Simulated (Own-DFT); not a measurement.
# Strain and stress in wurtzite AlN, 72 atoms (Al36N36)

Calculated results; nothing here was measured. The program, named Own-DFT, is a retired in-house plane-wave density functional code that no person has reviewed. Each row is one single-point run on a periodic cell that was not relaxed, without spin or spin-orbit coupling.

Settings of every run: PBE; PseudoDojo norm-conserving scalar-relativistic files; cutoff 42 hartree; 4 x 4 x 3 k mesh centred on Gamma; Gaussian smearing of 0.01 eV.

Known limits: k mesh not checked against a denser one; stress not checked against mesh or cutoff.

Unstrained cell vectors in Å: (9.336, 0.000, 0.000); (-4.668, 8.085, 0.000); (0.000, 0.000, 9.964). The unstrained cell has measured lattice constants (interpolated for alloys), not those of this functional. That, the random moves and any unrelaxed bonds set the pressure at no strain. Each run strains this cell uniformly, with the atoms carried along. Every atom was also moved at random, by a Gaussian of width 0.05 Å on each axis. Strain is the symmetric tensor, in per cent. Stress is positive in tension, and the pressure is minus a third of its trace.

```
run  e_xx (%)  e_yy (%)  e_zz (%)  s_xx (GPa)  s_yy (GPa)  s_zz (GPa)  P (GPa)  E (meV/atom)
  1     -1.00     -1.00      0.00      -11.46      -10.34       -8.73    10.17          15.8
  2     -3.00     -3.00      0.00      -24.02      -26.30      -10.60    20.31          64.9
  3      3.00      3.00      0.00        7.99       10.82       -2.86    -5.32          29.5
  4     -0.50     -0.50      0.00       -6.26      -10.02       -5.60     7.29           0.0
  5     -2.75     -2.75      0.00      -23.39      -25.63       -9.63    19.55          71.9
  6     -1.75     -1.75      0.00      -17.56      -17.66       -6.98    14.07          43.8
  7     -1.50     -1.50      0.00      -14.10      -15.68       -7.64    12.47          34.2
  8     -2.00     -2.00      0.00      -17.81      -20.31       -7.85    15.32          45.3
  9      2.00      2.00      0.00           ?           ?           ?        ?             ?
```

E is the free energy for each atom above the lowest run shown.

## Worked fit

The change of volume is close to e_xx + e_yy + e_zz. A straight line through the runs shown gives P = 6.73 - 215 x (fractional change of volume) GPa, with an error of 11 on the slope and a scatter of 1.07 GPa. The strain isn't the same on all axes and the cell isn't cubic, so the slope belongs to this path and is not the bulk modulus.

## Withheld run

Question: what pressure should run 9 give? Its volume changes by 4.04 %.

The line gives -2.0 GPa. The calculation gave -2.04 GPa.
